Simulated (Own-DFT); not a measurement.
HfO₂ (monoclinic hafnia, atoms displaced) (calculated)

All values are calculated (Own-DFT development build). A calculation, not a measurement: plane-wave density functional theory by an unreviewed code, no spin, of a simulated periodic cell, stress positive in tension, run twice, with PBE and with PBEsol, both on files made for PBE, so the change isn't that of files made for PBEsol, hafnium file: forces about 75 meV/angstrom off all-electron values; oxygen file: force components 24 meV/angstrom off all-electron in one glass; forces on such cells passed a denser k mesh, this cell's mesh not checked; the far tail of each file's local potential was reset to the Coulomb form; each entry is a single point on an unrelaxed cell, so the pressure reflects the starting lattice, mostly measured values (interpolated for alloys), from which strain is counted, and rises with the displacements; printed positions are rounded, which can move forces by about a meV/angstrom; the program, named Own-DFT, is a retired in-house code; no spin-orbit coupling; stress was not checked against mesh or cutoff.

Entry: HfO₂ (monoclinic hafnia, atoms displaced)

```cif
# cell vector a (Å): 10.2340 0.0000 0.0000
# cell vector b (Å): 0.0000 10.3500 0.0000
# cell vector c (Å): -1.6955 0.0000 10.4453
data_HfO2
_symmetry_space_group_name_H-M 'P 1'
_symmetry_Int_Tables_number 1
_cell_length_a 10.2340
_cell_length_b 10.3500
_cell_length_c 10.5820
_cell_angle_alpha 90.000
_cell_angle_beta 99.220
_cell_angle_gamma 90.000
_cell_volume 1106.39
loop_
_atom_site_label
_atom_site_type_symbol
_atom_site_fract_x
_atom_site_fract_y
_atom_site_fract_z
_atom_site_occupancy
Hf1 Hf 0.12837 0.02532 0.09387 1
Hf2 Hf 0.37687 0.26894 0.14941 1
Hf3 Hf 0.34300 0.47878 0.39808 1
Hf4 Hf 0.14074 0.23399 0.35577 1
O1 O 0.03971 0.15328 0.17461 1
O2 O 0.45654 0.41587 0.06445 1
O3 O 0.46827 0.33288 0.32909 1
O4 O 0.03346 0.08156 0.42688 1
O5 O 0.23390 0.38707 0.25460 1
O6 O 0.28135 0.12370 0.00751 1
O7 O 0.27790 0.12861 0.26002 1
O8 O 0.22766 0.37539 0.48224 1
Hf5 Hf 0.13848 0.01438 0.59521 1
Hf6 Hf 0.33772 0.26390 0.63373 1
Hf7 Hf 0.35989 0.48243 0.89193 1
Hf8 Hf 0.14130 0.22865 0.86694 1
O9 O 0.03670 0.16886 0.67153 1
O10 O 0.45179 0.39806 0.58502 1
O11 O 0.46178 0.33130 0.81046 1
O12 O 0.05023 0.08571 0.92001 1
O13 O 0.22903 0.37563 0.73738 1
O14 O 0.26326 0.13812 0.51487 1
O15 O 0.27539 0.11541 0.75913 1
O16 O 0.23051 0.36307 0.99787 1
Hf9 Hf 0.13285 0.51425 0.11886 1
Hf10 Hf 0.36866 0.76770 0.14149 1
Hf11 Hf 0.35689 0.96726 0.39465 1
Hf12 Hf 0.13083 0.73102 0.35799 1
O17 O 0.03889 0.66536 0.17612 1
O18 O 0.47138 0.91713 0.07397 1
O19 O 0.44699 0.84471 0.32476 1
O20 O 0.03721 0.57790 0.42949 1
O21 O 0.22418 0.87464 0.24406 1
O22 O 0.26984 0.62007 0.01906 1
O23 O 0.27928 0.61797 0.27659 1
O24 O 0.22188 0.87292 0.49497 1
Hf13 Hf 0.13739 0.52790 0.61237 1
Hf14 Hf 0.35458 0.76668 0.63574 1
Hf15 Hf 0.36719 0.97439 0.88726 1
Hf16 Hf 0.13317 0.72451 0.84359 1
O25 O 0.04241 0.66669 0.67817 1
O26 O 0.46647 0.90779 0.57231 1
O27 O 0.45416 0.82082 0.82256 1
O28 O 0.03579 0.58844 0.92580 1
O29 O 0.22874 0.87283 0.75441 1
O30 O 0.28382 0.63249 0.51683 1
O31 O 0.28477 0.62843 0.75588 1
O32 O 0.23929 0.86311 0.99465 1
Hf17 Hf 0.64518 0.03585 0.10034 1
Hf18 Hf 0.86339 0.27318 0.14418 1
Hf19 Hf 0.85504 0.48509 0.40667 1
Hf20 Hf 0.63821 0.22957 0.34668 1
O33 O 0.53012 0.15835 0.17924 1
O34 O 0.94793 0.42254 0.07113 1
O35 O 0.94860 0.34705 0.31829 1
O36 O 0.53299 0.08416 0.41064 1
O37 O 0.71132 0.38221 0.24539 1
O38 O 0.76742 0.12201 0.99404 1
O39 O 0.77360 0.12048 0.27232 1
O40 O 0.71674 0.37871 0.48809 1
Hf21 Hf 0.63054 0.02543 0.60518 1
Hf22 Hf 0.85894 0.25944 0.63230 1
Hf23 Hf 0.86062 0.47927 0.89179 1
Hf24 Hf 0.65010 0.22684 0.85161 1
O41 O 0.53494 0.16288 0.66643 1
O42 O 0.98099 0.41841 0.57345 1
O43 O 0.96541 0.33185 0.83970 1
O44 O 0.53571 0.07461 0.93544 1
O45 O 0.71084 0.37299 0.74813 1
O46 O 0.78282 0.12630 0.51058 1
O47 O 0.78810 0.13437 0.76440 1
O48 O 0.72900 0.36752 0.98746 1
Hf25 Hf 0.63645 0.52743 0.10778 1
Hf26 Hf 0.86885 0.76527 0.14600 1
Hf27 Hf 0.86001 0.98054 0.39716 1
Hf28 Hf 0.64437 0.72202 0.35158 1
O49 O 0.54160 0.67182 0.17658 1
O50 O 0.96768 0.92099 0.06311 1
O51 O 0.96161 0.83285 0.33769 1
O52 O 0.53761 0.58795 0.44396 1
O53 O 0.71800 0.86675 0.23754 1
O54 O 0.78242 0.64486 0.03264 1
O55 O 0.78286 0.61188 0.26355 1
O56 O 0.71897 0.86672 0.48787 1
Hf29 Hf 0.63820 0.52714 0.59857 1
Hf30 Hf 0.85729 0.77413 0.64731 1
Hf31 Hf 0.85930 0.97623 0.89723 1
Hf32 Hf 0.63632 0.71742 0.85060 1
O57 O 0.53912 0.65985 0.67441 1
O58 O 0.96106 0.91322 0.57109 1
O59 O 0.95314 0.83141 0.82370 1
O60 O 0.53903 0.58151 0.91224 1
O61 O 0.72496 0.88167 0.73652 1
O62 O 0.77227 0.62156 0.51109 1
O63 O 0.78211 0.63967 0.76414 1
O64 O 0.72121 0.87889 0.97692 1
```

| Property | Result |
| --- | --- |
| functional | PBE, then PBEsol |
| potential files | PseudoDojo norm-conserving, scalar-relativistic, standard set |
| wave cutoff | 72 hartree |
| occupations | Fermi-Dirac |
| smearing width | 0.1 eV |
| k mesh | 2 x 2 x 2 centred on Gamma |
| PBE pressure | 9.35 GPa |
| PBE stress xx | -8.2 GPa |
| PBE stress yy | -9.31 GPa |
| PBE stress zz | -10.52 GPa |
| PBE stress yz | -1.26 GPa |
| PBE stress xz | -0.3 GPa |
| PBE stress xy | -0.33 GPa |
| PBEsol pressure | 2.86 GPa |
| PBEsol stress xx | -1.75 GPa |
| PBEsol stress yy | -2.87 GPa |
| PBEsol stress zz | -3.95 GPa |
| PBEsol stress yz | -1.25 GPa |
| PBEsol stress xz | 0.02 GPa |
| PBEsol stress xy | -0.28 GPa |
| rms change of force components from PBE to PBEsol | 0.065 eV/Å |

Force:
```
force element  PBE force x (eV/Å)  PBE force y (eV/Å)  PBE force z (eV/Å)  PBEsol force x (eV/Å)  PBEsol force y (eV/Å)  PBEsol force z (eV/Å)
           Hf               5.273              -2.217               1.091                  5.128                 -2.096                  1.015
           Hf              -2.643              -0.078              -0.451                 -2.578                 -0.042                 -0.403
           Hf                5.88               0.292                2.13                  5.684                  0.231                  2.079
           Hf              -0.338              -1.284              -0.647                 -0.264                 -1.307                 -0.632
            O               -3.18               3.546               0.953                 -3.081                  3.473                  0.956
            O               2.527               1.102               1.331                  2.444                  1.098                  1.257
            O              -0.434               0.957              -0.406                 -0.426                  0.883                 -0.476
            O               0.184               0.979              -1.248                  0.185                  0.921                 -1.151
            O              -2.079              -1.758              -2.669                 -1.989                 -1.699                 -2.567
            O              -0.007               0.483               0.763                 -0.088                  0.477                  0.729
            O               -0.75              -0.153               0.864                 -0.788                 -0.121                  0.855
            O              -3.605              -1.167               0.925                 -3.449                 -1.164                  0.885
           Hf              -1.448               1.101               3.281                  -1.41                   1.14                  3.147
           Hf               3.996               2.654               4.852                  3.898                  2.698                  4.769
           Hf               0.698              -2.448              -0.957                   0.69                 -2.462                 -0.908
           Hf                2.05               1.227              -2.639                  2.016                  1.142                  -2.58
            O              -0.252               -0.14              -0.432                 -0.268                 -0.117                 -0.402
            O               2.011                2.49              -1.878                    1.9                  2.407                 -1.861
            O               0.052               0.247               2.512                  0.029                  0.247                    2.4
            O              -3.145              -1.926              -0.151                 -3.043                 -1.865                 -0.064
            O               -1.97               1.514               0.438                 -1.846                  1.474                  0.408
            O              -0.557              -2.949              -3.413                 -0.636                 -2.861                 -3.326
            O              -0.316               -0.11              -0.361                 -0.364                   -0.1                 -0.362
            O              -1.325                0.82               0.051                 -1.229                  0.791                  0.033
           Hf                1.77               0.548              -2.332                  1.758                  0.605                 -2.298
           Hf              -2.011               2.505              -0.372                 -1.981                  2.534                 -0.349
           Hf              -0.193               4.466               -0.19                 -0.176                  4.288                 -0.186
           Hf               1.221              -0.026              -0.238                  1.198                 -0.059                 -0.263
            O              -0.263                0.27               0.527                 -0.267                  0.265                  0.565
            O               0.149              -1.042               0.911                  0.121                 -1.007                  0.837
            O               4.594              -4.362              -1.179                  4.438                 -4.258                 -1.196
            O               0.648               1.481              -0.711                  0.643                  1.441                 -0.636
            O              -1.605               0.114              -0.644                  -1.49                  0.089                 -0.588
            O               0.499              -0.313              -0.035                  0.438                 -0.311                 -0.027
            O              -0.857                1.52              -1.819                  -0.92                  1.455                 -1.755
            O              -0.532              -0.647              -0.432                 -0.458                 -0.623                 -0.422
           Hf               1.883              -2.039              -0.966                   1.82                 -1.955                  -0.99
           Hf               2.174               1.507               3.461                  2.093                  1.506                  3.426
           Hf              -0.905              -0.158               2.336                  -0.91                 -0.219                  2.333
           Hf               1.194                2.05               4.085                  1.172                  1.963                  3.938
            O              -2.087               0.577              -1.607                 -1.999                  0.565                 -1.501
            O              -0.075               0.463                0.12                 -0.094                  0.468                  0.063
            O               2.083              -0.221               0.035                  2.013                  -0.22                 -0.024
            O              -0.994              -1.098               0.254                 -0.969                 -1.083                  0.274
            O              -1.257               0.479              -3.183                 -1.145                  0.435                   -3.1
            O              -1.616              -1.385              -1.525                 -1.631                 -1.358                 -1.481
            O              -1.068              -1.333               1.058                 -1.101                 -1.283                  1.018
            O               -1.13              -0.002              -0.667                  -1.01                      0                 -0.656
           Hf              -2.285              -4.866               0.656                 -2.272                 -4.737                  0.565
           Hf              -0.328               0.418               0.448                 -0.312                  0.517                  0.471
           Hf               1.368              -1.459               -0.83                  1.321                 -1.461                 -0.803
           Hf              -1.716               0.422               2.646                 -1.693                  0.373                  2.548
            O               1.457               0.105              -0.701                  1.438                  0.142                 -0.642
            O               1.868               0.005               1.727                  1.803                  0.008                  1.636
            O               2.177              -1.845              -0.325                  2.091                 -1.815                 -0.375
            O               0.012               -0.61               1.537                  0.031                 -0.593                  1.536
            O                0.42               0.034              -1.852                  0.464                  0.032                 -1.799
            O               1.951               1.664               2.613                  1.816                  1.604                  2.522
            O               1.302                0.31              -2.612                  1.198                  0.309                 -2.538
            O               1.023              -1.442               0.599                  1.074                 -1.379                   0.57
           Hf               0.208              -1.169              -1.418                  0.189                 -1.111                 -1.417
           Hf               1.489               1.711               2.907                  1.449                  1.629                  2.879
           Hf               0.724              -0.746              -0.637                  0.735                 -0.842                 -0.564
           Hf              -4.051               1.298              -1.274                 -3.881                  1.273                 -1.277
            O              -0.397              -0.208               0.685                 -0.344                 -0.218                  0.701
            O              -2.671              -1.805               0.751                 -2.602                 -1.709                  0.677
            O              -0.321               0.608              -0.628                 -0.329                  0.604                 -0.616
            O               0.807               2.371              -2.326                  0.806                  2.266                 -2.188
            O               2.043               2.024              -1.545                  2.026                  1.934                 -1.461
            O              -0.979              -0.224              -0.235                 -0.986                 -0.214                 -0.221
            O               0.076              -1.415              -1.016                  0.006                 -1.343                 -0.988
            O              -0.852               0.279               1.131                 -0.739                  0.254                  1.086
           Hf               0.084              -2.042              -0.788                  0.102                 -1.946                 -0.757
           Hf              -0.217               3.977               1.468                 -0.235                  3.887                  1.458
           Hf              -0.879              -1.189               0.103                 -0.852                 -1.203                   0.15
           Hf                -0.9               1.956               1.419                 -0.816                  1.875                   1.37
            O               0.063              -1.211              -0.297                  0.092                  -1.17                 -0.243
            O               -1.33              -2.005               1.584                 -1.299                 -1.916                  1.473
            O               0.582              -0.698              -0.997                  0.583                 -0.695                 -1.001
            O              -1.354               0.883              -3.606                 -1.265                  0.845                 -3.454
            O               1.075               0.855              -0.286                  1.102                  0.798                 -0.252
            O              -1.897              -3.635              -3.611                 -1.911                 -3.552                 -3.488
            O              -0.552               1.143               0.026                 -0.623                  1.128                  0.027
            O               0.383              -0.314              -0.259                   0.45                 -0.321                 -0.254
           Hf               -1.99              -3.459               2.758                 -1.933                 -3.299                  2.628
           Hf              -0.349               0.979              -0.677                 -0.379                  1.023                 -0.606
           Hf              -0.071                0.16               -2.29                 -0.113                  0.085                 -2.204
           Hf               -0.65               4.301               -0.05                 -0.644                  4.162                   -0.1
            O              -0.934                0.93               0.089                 -0.886                  0.913                  0.131
            O               0.559               -0.04               0.958                  0.533                 -0.016                  0.873
            O               1.912               -0.31               0.126                  1.836                 -0.323                  0.056
            O              -0.453              -1.453               2.135                 -0.437                 -1.402                  2.113
            O              -0.505               0.953              -0.516                 -0.404                  0.917                 -0.509
            O               1.431               1.819                0.39                  1.318                  1.749                  0.357
            O               0.336               -2.74               0.212                  0.265                 -2.637                  0.204
            O               0.089              -0.859                0.98                  0.171                 -0.809                  0.938
```
